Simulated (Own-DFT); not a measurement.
# Reading a pressure off an energy slope: monoclinic HfO2, 94 atoms (Hf32O62), with two O vacancies

All values are computed. Each geometry was run twice at fixed positions with Own-DFT, a retired in-house plane-wave program that no person has reviewed: with PBE, and with HSE06 (exact exchange share 0.25 at short range, screening 0.11 per bohr, Gygi-Baldereschi treatment of its divergence). Both used PseudoDojo norm-conserving files made for PBE, a cutoff of 48 hartree, the Gamma point alone, fixed occupations, a neutral cell and no spin. With Gamma alone and a thickness of 10.1 Å, finite-size errors remain in every number. The hafnium file keeps the 4f electrons in the core, and its forces lie about 75 meV/Å off all-electron values. The oxygen file's force components were 24 meV/Å off all-electron values in a glass.

Unstrained cell vectors in Å: (10.234, 0.000, 0.000); (0.000, 10.350, 0.000); (-1.695, 0.000, 10.445), volume V0 = 1106.4 Å³, from measured lattice constants. Each geometry has its own random strain of a few per cent, its own defect sites and random moves of rms u per axis. HSE06 gave the energy alone. D is its energy less that of PBE, over the lowest D shown. The PBE stress wasn't checked against mesh or cutoff.

```
run,V - V0 (Å³),u (Å),P with PBE (GPa),D (eV)
1,36.1,0.0504,-0.79,1.909
2,51.4,0.0492,-4.77,2.272
3,-20.3,0.0526,9.94,0.768
4,7.0,0.0511,3.57,1.349
5,-21.6,0.0310,10.08,0.300
6,-7.2,0.0531,7.24,0.943
7,-12.8,0.0503,7.50,0.892
8,-33.9,0.0274,12.36,0.000
9,-5.0,0.0482,6.07,0.931
10,-36.5,0.0481,13.17,0.278
11,19.9,0.0287,-0.88,1.346
12,-9.1,0.0297,5.08,0.703
13,-38.5,0.0506,14.16,0.045
14,-19.6,0.0451,9.47,?
```

## Working it out

D = 0.72 + 0.0236 (V - V0) + 154 u² eV, with an error of 0.0009 on the volume slope, 29 on the last term and a scatter of 0.08 eV. Pressure is -dE/dV, and 1 eV/Å³ is 160.2 GPa, so HSE06 changes the pressure by -3.8 ± 0.1 GPa. With the ions held to the strained lattice, the PBE pressure falls by 233 ± 10 GPa per unit of volume strain; the shape of the strain isn't fitted, so the true error is larger, and a relaxed crystal would be softer. On that slope HSE06's volume at a given pressure is about 1.6 % smaller, or 0.5 % in lengths. At u = 0 and V0 the PBE pressure is 3.6 GPa, which puts the zero-pressure volume, against the measured cell and with the defects in, at +1.6 % for PBE and -0.1 % for HSE06, each good to a few tenths of a per cent.

## Withheld run

Question: what D should run 14 give?

The fit gives 0.57 eV, with rows scattering by 0.08. DFT gave 0.477 eV.
